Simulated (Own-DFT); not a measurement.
# Computed records: SiC (twinned 3C silicon carbide, atoms displaced), SiC (4H silicon carbide, atoms displaced), GaP (zincblende, strained, atoms displaced), GaP (zincblende, atoms displaced)

A calculation, not a measurement: plane-wave PBE density functional theory by an unreviewed code, no spin, of a simulated periodic cell, stress positive in tension, free energy of the whole cell less one offset for each atom, forces on such cells passed a denser k mesh, this cell's mesh not checked; offsets are fitted by least squares, one for each functional and potential file, so energies compare only between cells with the same atoms and settings and are not formation energies; the far tail of each file's local potential was reset to the Coulomb form; each entry is a single point on an unrelaxed cell, so the pressure reflects the starting lattice, mostly measured values (interpolated for alloys), from which strain is counted, and rises with the displacements; printed positions are rounded, which can move forces by about a meV/angstrom; the program, named Own-DFT, is a retired in-house code; no spin-orbit coupling. Program: Own-DFT development build.

Common to all runs: functional PBE; potential files PseudoDojo norm-conserving, scalar-relativistic, standard set; wave cutoff 42 hartree; occupations Fermi-Dirac; smearing width 0.1 eV.

(1) SiC (twinned 3C silicon carbide, atoms displaced)

```
SiC
1.0
      4.3596    -4.3596     0.0000
      0.0000     4.3596    -4.3596
      8.7192     8.7192     8.7192
Si C Si C Si C Si C Si C Si C Si C Si C Si C Si C Si C Si C Si C Si C Si C Si C Si C Si C Si C Si C Si C Si C Si C Si C
1 1 1 1 1 1 1 1 1 1 1 1 1 1 1 1 1 1 1 1 1 1 1 1 1 1 1 1 1 1 1 1 1 1 1 1 1 1 1 1 1 1 1 1 1 1 1 1
Direct
  0.00551 0.00373 0.43845
  0.00427 0.00220 0.06491
  0.16521 0.32130 0.10530
  0.16583 0.33334 0.22704
  0.33775 0.15934 0.27262
  0.33430 0.16879 0.39649
  0.99664 0.50232 0.43769
  0.99079 0.49527 0.05751
  0.16389 0.82748 0.10197
  0.17809 0.84265 0.22774
  0.34304 0.67144 0.26872
  0.33611 0.67027 0.39318
  0.49828 0.00181 0.43853
  0.49874 0.00592 0.06162
  0.67057 0.33953 0.10816
  0.66580 0.33681 0.23100
  0.83775 0.17074 0.27246
  0.84016 0.17539 0.39725
  0.50398 0.51281 0.43681
  0.50074 0.50194 0.06298
  0.66706 0.83902 0.10494
  0.67023 0.83686 0.22886
  0.83623 0.66875 0.26971
  0.82638 0.66270 0.39789
  0.99655 0.00746 0.94076
  0.00883 0.00521 0.56291
  0.83188 0.67518 0.60005
  0.83372 0.66341 0.72709
  0.67386 0.84348 0.77245
  0.66960 0.83719 0.89156
  0.98638 0.49793 0.93850
  0.00156 0.50346 0.56386
  0.83289 0.16264 0.60530
  0.82662 0.15801 0.73274
  0.66679 0.33521 0.77339
  0.67112 0.33819 0.89566
  0.49284 0.98667 0.93972
  0.49239 0.99632 0.56108
  0.33416 0.66637 0.60488
  0.33579 0.66894 0.73010
  0.16615 0.83548 0.77225
  0.16661 0.83359 0.89592
  0.49833 0.50461 0.93918
  0.50615 0.50082 0.56321
  0.32990 0.16677 0.60571
  0.32590 0.15935 0.72842
  0.16697 0.33608 0.77222
  0.16904 0.32770 0.89761
```

* hardware: one NVIDIA H100
* k mesh: 5 x 5 x 2 centred on Gamma
* free energy of cell above offsets: -7.222 eV
* pressure: 3.68 GPa
* stress xx: -4.23 GPa
* stress yy: -2.7 GPa
* stress zz: -4.1 GPa
* stress yz: -1.2 GPa
* stress xz: -0.27 GPa
* stress xy: -1.21 GPa
* wall time: 191.4 s

Force:
```csv
element,x (eV/Å),y (eV/Å),z (eV/Å)
Si,-0.491,0.184,-0.142
C,-1.144,-0.231,0.606
Si,0.006,0.864,-1.978
C,1.052,0.22,0.583
Si,-0.461,1.323,-1.278
C,0.113,-0.043,-0.312
Si,0.939,-0.264,0.064
C,2.265,0.932,1.524
Si,0.38,-0.005,-0.043
C,-0.991,-0.41,1.296
Si,-0.698,0.344,0.643
C,-0.142,0.682,0.028
Si,0.101,-0.562,-0.391
C,0.774,0.075,0.965
Si,-1.317,-0.686,-0.486
C,0.519,-0.591,0.142
Si,-0.049,-0.082,-0.132
C,-0.719,-0.35,0.658
Si,-0.594,-0.019,1.546
C,0.41,0.597,0.169
Si,-0.357,-0.312,0.084
C,0.46,-0.036,-0.165
Si,0.702,0.403,0
C,0.486,-0.636,-1.684
Si,-0.238,-1.687,0.29
C,-1.013,0.608,-0.172
Si,1.584,-0.327,1.619
C,0.166,0.78,-0.263
Si,-1.603,-1.778,1.128
C,1.237,1.493,1.81
Si,0.55,-1.934,-1.139
C,-0.405,-0.326,0.215
Si,-0.246,0.742,-0.484
C,0.334,0.013,-2.277
Si,-0.993,-0.474,-0.457
C,-1.183,0.755,1.209
Si,-0.134,-0.024,-2.16
C,1.196,0.127,0.225
Si,-0.018,0.156,0.116
C,0.136,0.118,0.086
Si,-0.673,-0.638,0.244
C,-0.129,0.815,0.525
Si,-0.034,-1.145,-0.151
C,-1.2,0.584,-0.306
Si,0.807,-0.752,-0.335
C,1.079,0.649,-0.546
Si,-0.113,-0.378,0.205
C,-0.352,1.223,-1.077
```

(2) SiC (4H silicon carbide, atoms displaced)

```
SiC
1.0
     12.3308     0.0000     0.0000
     -6.1654    10.6788     0.0000
      0.0000     0.0000    10.0681
Si C Si C Si C Si C Si C Si C Si C Si C Si C Si C Si C Si C Si C Si C Si C Si C Si C Si C Si C Si C Si C Si C Si C Si C Si C Si C Si C Si C Si C Si C Si C Si C
2 2 2 2 2 2 2 2 2 2 2 2 2 2 2 2 2 2 2 2 2 2 2 2 2 2 2 2 2 2 2 2 2 2 2 2 2 2 2 2 2 2 2 2 2 2 2 2 2 2 2 2 2 2 2 2 2 2 2 2 2 2 2 2
Direct
  0.00471 0.00038 0.40603
  0.08189 0.16750 0.15577
  0.99469 0.99841 0.09278
  0.08444 0.16843 0.34441
  0.00212 0.25144 0.40497
  0.08014 0.41435 0.15638
  0.99461 0.25066 0.09251
  0.08125 0.40933 0.33714
  0.99081 0.49301 0.40267
  0.08391 0.67177 0.15333
  0.99643 0.49742 0.08875
  0.07988 0.66141 0.34449
  0.00389 0.75131 0.40308
  0.08778 0.91981 0.15530
  0.00025 0.74559 0.09179
  0.08245 0.91363 0.34463
  0.24834 0.99751 0.41096
  0.33928 0.17252 0.15311
  0.25177 0.99595 0.09582
  0.33559 0.16724 0.34490
  0.25385 0.25094 0.40598
  0.33084 0.41431 0.15570
  0.25015 0.24969 0.09543
  0.33813 0.41366 0.34064
  0.25047 0.49946 0.40586
  0.33417 0.66924 0.15447
  0.25450 0.50184 0.09171
  0.33127 0.66330 0.34605
  0.25000 0.75446 0.40267
  0.33626 0.91562 0.16012
  0.25123 0.75193 0.09261
  0.33537 0.91476 0.34014
  0.49708 0.99714 0.40372
  0.58571 0.16839 0.15129
  0.49996 0.99922 0.09655
  0.58294 0.16193 0.34364
  0.49973 0.24748 0.39721
  0.58551 0.41823 0.15942
  0.49886 0.24922 0.09382
  0.58048 0.41170 0.33824
  0.50020 0.49841 0.40123
  0.58028 0.66448 0.15227
  0.50137 0.49738 0.09281
  0.57906 0.66534 0.34304
  0.50060 0.75045 0.40938
  0.57854 0.91865 0.15373
  0.50021 0.74727 0.09473
  0.58550 0.91766 0.34221
  0.74995 0.99757 0.40674
  0.82640 0.16231 0.15112
  0.75161 0.99852 0.09184
  0.82825 0.16685 0.34427
  0.74788 0.25035 0.40868
  0.83019 0.41145 0.15786
  0.75057 0.24957 0.09255
  0.83897 0.41522 0.34280
  0.75015 0.50095 0.40859
  0.83702 0.66759 0.15350
  0.74740 0.49927 0.09275
  0.83298 0.66668 0.34805
  0.75153 0.75476 0.40396
  0.83199 0.91566 0.15863
  0.75035 0.75151 0.09082
  0.83339 0.91297 0.33929
  0.99630 0.99590 0.90425
  0.91728 0.83277 0.65607
  0.99913 0.99946 0.59497
  0.91579 0.82929 0.84204
  0.99930 0.74938 0.90588
  0.91263 0.57759 0.65761
  0.99676 0.74980 0.60133
  0.91615 0.58001 0.84509
  0.00050 0.49924 0.90369
  0.91698 0.33342 0.65745
  0.00242 0.50186 0.59621
  0.92034 0.33502 0.84745
  0.00242 0.25331 0.90712
  0.91392 0.08217 0.65823
  0.00279 0.24491 0.59653
  0.91743 0.08422 0.84782
  0.74738 0.99480 0.91127
  0.66085 0.83193 0.65624
  0.75057 0.99856 0.59554
  0.66310 0.82809 0.84361
  0.74677 0.74806 0.90681
  0.66440 0.58086 0.65935
  0.75522 0.75125 0.59041
  0.66589 0.58661 0.84464
  0.75140 0.50230 0.90591
  0.66488 0.33202 0.65897
  0.74253 0.49344 0.59666
  0.66576 0.32975 0.83817
  0.74866 0.24768 0.90407
  0.67204 0.08598 0.65812
  0.75858 0.25337 0.59684
  0.66805 0.08463 0.84448
  0.50017 0.00280 0.90875
  0.41841 0.84117 0.65525
  0.50182 0.99608 0.59176
  0.41911 0.83814 0.83713
  0.49998 0.74855 0.90291
  0.42034 0.58290 0.65185
  0.49970 0.74759 0.59437
  0.41530 0.58762 0.84677
  0.49827 0.49976 0.90467
  0.41746 0.33097 0.65465
  0.49888 0.49985 0.59599
  0.42079 0.33194 0.84645
  0.50211 0.24968 0.90621
  0.41638 0.08083 0.65322
  0.49619 0.24772 0.59430
  0.41887 0.08807 0.84014
  0.25060 0.00317 0.90490
  0.16911 0.83478 0.64964
  0.25410 0.99942 0.59366
  0.16086 0.82790 0.84591
  0.24888 0.75151 0.90504
  0.16575 0.58339 0.65758
  0.24799 0.74935 0.59489
  0.16573 0.57812 0.83635
  0.24797 0.49312 0.90332
  0.16626 0.33380 0.65504
  0.24587 0.49330 0.59046
  0.16265 0.32905 0.84160
  0.25040 0.24797 0.90298
  0.16312 0.08250 0.65521
  0.24840 0.25317 0.59710
  0.17336 0.09439 0.84126
```

* hardware: one NVIDIA H200
* k mesh: 3 x 3 x 3 centred on Gamma
* free energy of cell above offsets: -18.153 eV
* pressure: 3.92 GPa
* stress xx: -3.16 GPa
* stress yy: -4.05 GPa
* stress zz: -4.55 GPa
* stress yz: 0.29 GPa
* stress xz: -0.4 GPa
* stress xy: -0.22 GPa
* wall time: 529.5 s

Force:
```csv
element,x (eV/Å),y (eV/Å),z (eV/Å)
Si,-1.243,0.067,0.01
Si,-0.223,-0.181,-0.161
C,1.477,0.287,0.145
C,0.575,-0.637,-0.127
Si,-0.76,-1.318,0.486
Si,0.339,0.719,-1.235
C,1.038,-0.504,0.187
C,-0.341,1.805,1.639
Si,3.628,1.654,1.347
Si,1.159,-2.208,0.554
C,0.413,0.8,1.056
C,0.206,0.913,-0.558
Si,-1.052,-1.342,1.553
Si,-0.916,-0.723,-0.219
C,-0.996,1.858,0
C,0.617,0.904,-0.245
Si,0.518,0.704,-1.58
Si,-1.149,-1.912,0.895
C,-0.227,1.554,-0.533
C,-0.474,-0.991,-0.436
Si,-0.639,-0.124,0.401
Si,0.779,0.667,-0.315
C,-0.304,-0.311,-0.965
C,-1.505,0.465,0.519
Si,-0.01,-0.915,-0.626
Si,0.32,-0.973,0.432
C,-1.258,-0.648,0.122
C,-0.213,1.157,-0.367
Si,0.609,-2.377,0.895
Si,-0.811,0.075,-1.49
C,0.124,-0.175,0.042
C,-1.085,0.6,1.227
Si,1.385,0.231,0.43
Si,-0.352,-0.402,1.107
C,-0.733,0.827,-0.971
C,-0.506,0.908,-0.37
Si,0.258,-0.08,1.843
Si,-0.385,-0.246,-1.771
C,1.307,0.673,-0.397
C,0.812,1.015,1.699
Si,0.204,0.379,0.86
Si,0.838,-0.02,0.788
C,-0.772,0.134,-0.053
C,1.081,0.274,-0.081
Si,-0.419,-0.258,-0.994
Si,2.61,-1.297,0.633
C,-1.023,1.253,-0.918
C,-0.606,-0.542,0.282
Si,-0.059,0.772,-0.354
Si,1.157,0.582,1.295
C,-1.35,-0.378,0.863
C,1.266,-0.483,-0.195
Si,0.745,-0.506,-0.054
Si,0.209,1.427,-1.031
C,-0.856,-0.332,-0.569
C,-3.649,-0.989,-0.073
Si,0.004,-0.517,-0.484
Si,-1.087,-0.403,0.803
C,0.903,-0.152,0.328
C,0.24,0.149,-1.044
Si,-0.019,-1.918,0.389
Si,0.056,-0.278,-1.11
C,0.157,-0.53,0.703
C,-0.009,1.648,1.283
Si,0.456,0.884,0.147
Si,-0.429,0.098,0.021
C,0.048,-0.208,-0.32
C,-0.659,0.563,0.572
Si,-0.107,-0.744,-0.35
Si,-0.06,0.997,-0.042
C,1.404,-0.475,-1.945
C,-0.458,0.481,-0.131
Si,0.143,0.084,0.247
Si,1.84,0.459,0.492
C,-0.742,-0.941,-1.156
C,-0.938,-0.748,-0.85
Si,-0.436,-1.113,0.078
Si,0.84,-0.123,0.37
C,-1.646,0.989,-0.86
C,-0.515,-0.562,-0.47
Si,0.274,0.672,-1.572
Si,2.033,-0.104,-0.033
C,-0.439,-0.113,-0.31
C,0.117,0.995,-0.011
Si,0.661,0.643,-0.322
Si,0.036,1.035,-0.842
C,-1.661,-0.42,0.63
C,0.522,-1.079,0.035
Si,-0.269,-0.872,-0.189
Si,0.12,-0.937,-1.225
C,0.76,0.903,-0.511
C,0,0.841,2.079
Si,0.657,1.055,0.045
Si,-0.47,-0.45,-0.472
C,-2.3,-0.804,-0.634
C,0.068,-0.858,0.464
Si,0.031,-0.351,-0.99
Si,0.4,-2.776,-0.16
C,-0.411,2.329,-0.485
C,-0.196,-0.392,1.888
Si,-1.049,0.794,0.835
Si,-1.824,-0.353,1.097
C,-1.014,0.665,-0.186
C,0.786,-1.855,-1.319
Si,0.136,0.018,0.364
Si,-0.858,0.335,0.707
C,0.998,-0.646,-1.067
C,-1.104,0.525,-0.629
Si,-0.119,0.396,-0.168
Si,0.724,0.757,0.31
C,1.302,-0.158,-1.296
C,0.092,-1.262,0.758
Si,0.224,-0.739,0.016
Si,-1.061,-1.162,1.89
C,-1.399,0.085,0.079
C,0.703,1.889,-0.918
Si,0.804,-0.62,-0.631
Si,0.761,-0.158,-1.445
C,0.759,0.563,-0.919
C,-0.093,0.964,2.294
Si,-0.414,1.188,0.279
Si,-0.079,-0.579,0.366
C,0.19,1.844,0.4
C,1.176,0.584,0.363
Si,-0.089,2.198,1.051
Si,0.806,0.837,-0.027
C,1.33,-0.953,-0.993
C,-0.372,-3.948,0.111
```

(3) GaP (zincblende, strained, atoms displaced)

```
GaP
1.0
     10.8620     0.0000     0.0000
      0.0000    10.8620     0.0000
      0.0000     0.0000    10.9361
Ga P Ga P Ga P Ga P Ga P Ga P Ga P Ga P
4 4 4 4 4 4 4 4 4 4 4 4 4 4 4 4
Direct
  0.99824 0.00046 0.99595
  0.99144 0.24630 0.24441
  0.25424 0.99721 0.24614
  0.24309 0.25468 0.00035
  0.12657 0.12826 0.12569
  0.12154 0.37298 0.37287
  0.36891 0.12743 0.37901
  0.37543 0.37014 0.12561
  0.99461 0.99891 0.49788
  0.99107 0.25204 0.75129
  0.25644 0.00198 0.74685
  0.24749 0.25064 0.50442
  0.13544 0.12165 0.62202
  0.12722 0.37765 0.86919
  0.38748 0.12306 0.86547
  0.38293 0.37837 0.62648
  0.00098 0.49790 0.00372
  0.00342 0.74353 0.25645
  0.25037 0.49944 0.24932
  0.25551 0.75020 0.99667
  0.12210 0.62202 0.11550
  0.12692 0.88616 0.37472
  0.37550 0.62802 0.38031
  0.37739 0.87827 0.13142
  0.00354 0.50434 0.51153
  0.99257 0.75215 0.76018
  0.25471 0.50326 0.75211
  0.26126 0.75072 0.48621
  0.12104 0.62406 0.61657
  0.11923 0.86994 0.87357
  0.37648 0.61610 0.87582
  0.37087 0.87598 0.61839
  0.49815 0.00385 0.00167
  0.50644 0.24504 0.25222
  0.75016 0.99867 0.25455
  0.74695 0.24667 0.99650
  0.62651 0.12352 0.12116
  0.62592 0.37505 0.37855
  0.87609 0.12647 0.37304
  0.87517 0.37789 0.12688
  0.50495 0.00556 0.51086
  0.50512 0.25656 0.75871
  0.75238 0.00317 0.75252
  0.74596 0.24616 0.49952
  0.62432 0.12349 0.62689
  0.62729 0.37885 0.86513
  0.87291 0.12902 0.88233
  0.87494 0.37417 0.62911
  0.49513 0.50358 0.00263
  0.50195 0.74422 0.24389
  0.75253 0.49872 0.25836
  0.75061 0.74828 0.00478
  0.63003 0.62435 0.12544
  0.62078 0.87471 0.37032
  0.87332 0.62314 0.37650
  0.87083 0.87289 0.12352
  0.50460 0.50424 0.50748
  0.50139 0.74453 0.74690
  0.74922 0.50463 0.74670
  0.74916 0.75383 0.51281
  0.62421 0.62429 0.62147
  0.63018 0.87306 0.87187
  0.87159 0.62601 0.87507
  0.87904 0.87798 0.62904
```

* hardware: one NVIDIA H100
* k mesh: 3 x 3 x 3 centred on Gamma
* free energy of cell above offsets: -33.100 eV
* pressure: 3.62 GPa
* stress xx: -3.81 GPa
* stress yy: -3.91 GPa
* stress zz: -3.14 GPa
* stress yz: -0.19 GPa
* stress xz: -0.07 GPa
* stress xy: -0.91 GPa
* wall time: 512.1 s

Force:
```csv
element,x (eV/Å),y (eV/Å),z (eV/Å)
Ga,0.267,-0.233,0.804
Ga,0.957,0.477,0.34
Ga,-0.545,1.094,0.593
Ga,0.782,-0.43,-0.591
P,-0.289,-0.738,-0.341
P,-0.162,0.168,0.352
P,1.045,-0.312,-0.209
P,0.319,0.285,0.171
Ga,0.768,0.485,0.309
Ga,1.3,-0.598,0.004
Ga,-0.46,-0.606,0.411
Ga,0.39,0.925,-0.57
P,-1.944,0.216,0.657
P,-0.597,-0.157,0.3
P,-1.496,0.263,1.252
P,-0.716,-0.42,0.159
Ga,-0.345,-0.28,-1.091
Ga,-0.001,0.692,-0.607
Ga,-0.214,-0.049,0.047
Ga,-0.343,0.121,0.246
P,0.962,0.752,1.252
P,-0.157,-1.375,-0.308
P,1.18,-1.517,-1.705
P,0.171,-0.797,-1.287
Ga,-1.089,-1.535,-1.824
Ga,0.556,-0.688,-1.32
Ga,-0.742,-0.308,-1.174
Ga,-2.104,1.065,1.324
P,1.709,1.821,1.844
P,1.366,1.042,0.219
P,0.123,1.646,-0.155
P,0.817,-0.586,0.73
Ga,0.414,-0.718,-0.437
Ga,-0.673,0.11,0.085
Ga,-0.028,-0.121,-0.54
Ga,-0.234,1.282,0.486
P,0.148,0.014,0.64
P,-0.313,0.099,-0.109
P,-0.526,-0.225,0.367
P,-0.75,-0.371,-0.46
Ga,-0.936,-0.753,-1.606
Ga,-0.252,-0.421,-1.523
Ga,0.004,-0.013,-0.034
Ga,0.515,0.25,0.275
P,0.646,0.853,0.781
P,0.308,0.515,1.887
P,0.389,-0.502,-0.975
P,-0.563,0.207,-0.826
Ga,0.924,-1,0.308
Ga,-0.09,0.237,0.669
Ga,-0.22,-0.086,-0.519
Ga,-0.121,0.283,-0.681
P,-0.39,-0.715,0.055
P,0.193,0.003,1.098
P,0.237,0.444,1.12
P,0.914,0.261,0.667
Ga,-0.605,-0.659,-1.13
Ga,-0.448,0.71,0.233
Ga,0.35,-0.131,-0.037
Ga,0.142,0.247,-1.523
P,0.558,0.445,0.764
P,-0.716,-0.099,0.479
P,-0.027,-0.625,0.552
P,-0.357,0.053,0.1
```

(4) GaP (zincblende, atoms displaced)

```
GaP
1.0
     10.9010     0.0000     0.0000
      0.0000    10.9010     0.0000
      0.0000     0.0000    10.9010
Ga P Ga P Ga P Ga P Ga P Ga P Ga P Ga P
4 4 4 4 4 4 4 4 4 4 4 4 4 4 4 4
Direct
  0.99344 0.00180 0.98741
  0.98486 0.24339 0.23433
  0.24864 0.99714 0.25159
  0.27015 0.25697 0.99949
  0.13046 0.12449 0.14133
  0.13174 0.38085 0.37821
  0.37050 0.11699 0.38370
  0.37307 0.37122 0.14297
  0.99484 0.98940 0.49395
  0.00815 0.24951 0.75049
  0.25862 0.99607 0.73947
  0.22931 0.24406 0.50112
  0.13673 0.12372 0.62934
  0.12222 0.38024 0.87841
  0.38030 0.13133 0.87495
  0.37738 0.37341 0.62225
  0.98073 0.51503 0.01886
  0.99603 0.74229 0.25203
  0.23304 0.50627 0.24401
  0.25281 0.73246 0.00708
  0.14050 0.62884 0.15533
  0.13065 0.87636 0.37386
  0.36103 0.63080 0.38359
  0.38760 0.86327 0.13204
  0.01936 0.49966 0.49672
  0.99351 0.74655 0.73613
  0.26523 0.50384 0.74415
  0.24253 0.75011 0.50572
  0.12495 0.63686 0.61613
  0.13784 0.88523 0.85552
  0.36834 0.63540 0.86100
  0.37521 0.86973 0.63923
  0.50607 0.00648 0.99284
  0.49114 0.25083 0.24201
  0.73304 0.99159 0.24845
  0.73628 0.27026 0.99307
  0.63251 0.11966 0.12447
  0.62546 0.37237 0.36442
  0.88447 0.12762 0.38075
  0.88100 0.36696 0.11179
  0.49740 0.01025 0.48770
  0.50299 0.23910 0.74942
  0.75415 0.99926 0.76284
  0.76323 0.24179 0.49513
  0.63360 0.13810 0.64058
  0.61552 0.36888 0.88432
  0.87928 0.10861 0.87983
  0.88112 0.36136 0.62494
  0.50934 0.48592 0.00452
  0.48252 0.74648 0.25104
  0.73983 0.48768 0.23177
  0.74309 0.75862 0.00960
  0.62641 0.62418 0.11480
  0.63010 0.87727 0.38370
  0.88143 0.62275 0.37608
  0.86400 0.88253 0.12819
  0.49772 0.50883 0.50571
  0.50063 0.75310 0.75249
  0.74463 0.49986 0.74845
  0.76846 0.73990 0.49177
  0.63935 0.61892 0.62477
  0.63757 0.85736 0.88235
  0.87951 0.61436 0.87783
  0.87714 0.88448 0.61759
```

- hardware: one NVIDIA H100
- k mesh: 3 x 3 x 3 centred on Gamma
- free energy of cell above offsets: -23.485 eV
- pressure: 5.69 GPa
- stress xx: -5.4 GPa
- stress yy: -5.96 GPa
- stress zz: -5.71 GPa
- stress yz: 2.58 GPa
- stress xz: -0.61 GPa
- stress xy: 2.47 GPa
- wall time: 593.5 s

Force:
```csv
element,x (eV/Å),y (eV/Å),z (eV/Å)
Ga,3.052,-2.048,2.555
Ga,1.555,-0.093,1.765
Ga,1.046,-0.598,0.01
Ga,-2.135,0.027,0.236
P,-0.247,0.243,-2.556
P,-0.845,-1.351,-1.597
P,-1.138,2.101,-1.738
P,-0.895,2.314,-1.924
Ga,1.937,1.248,-0.207
Ga,-0.057,-0.688,0.69
Ga,0.41,1.806,0.911
Ga,2.247,0.863,-0.601
P,-2.06,-0.98,0.142
P,0.818,0.535,0.491
P,-0.474,-1.421,-0.181
P,0.106,-0.669,-0.163
Ga,3.15,-0.315,-0.305
Ga,-0.196,1.946,0.275
Ga,4.714,-4.917,4.244
Ga,0.002,1.837,-0.553
P,-4.729,3.897,-5.558
P,-0.955,-0.592,0.151
P,1.047,-1.014,-0.557
P,-2.266,2.769,-2.706
Ga,-1.756,0.187,0.966
Ga,0.42,0.717,1.134
Ga,-1.933,-0.63,-0.178
Ga,1.097,1.816,-0.558
P,-0.39,-2.152,1.68
P,-2.092,-2.073,2.562
P,1.209,-1.401,1.933
P,1.175,0.192,-2.894
Ga,0.193,-1.192,0.455
Ga,1.755,-2.149,1.943
Ga,1.407,0.767,0.992
Ga,2.556,-3.536,1.605
P,-1.096,1.696,-0.584
P,-0.353,-0.273,1.243
P,-0.651,-1.223,-1.627
P,-1.604,0.406,0.668
Ga,1.573,-1.503,2.816
Ga,-0.981,1.944,0.229
Ga,-0.73,-0.732,-1.11
Ga,-1.468,1.144,0.543
P,0.826,-2.094,-2.055
P,-0.618,1.188,-3.684
P,-1.665,4.325,-1.45
P,-0.042,1.749,-0.045
Ga,-2.191,1.679,0.649
Ga,2.686,-1.511,2.085
Ga,0.981,0.549,0.727
Ga,2.34,-1.894,0.636
P,-0.944,-0.094,1.344
P,-0.994,-1.4,-0.027
P,0.009,-2.21,-1.222
P,1.866,-0.892,-0.174
Ga,0.294,-0.677,-0.84
Ga,1.464,-0.478,-0.111
Ga,1.29,-1.741,0.947
Ga,-1.334,1.517,1.22
P,-1.401,1.64,-0.618
P,-2.286,2.685,-2.276
P,-1.292,2.132,-0.948
P,-1.406,-1.376,1.203
```
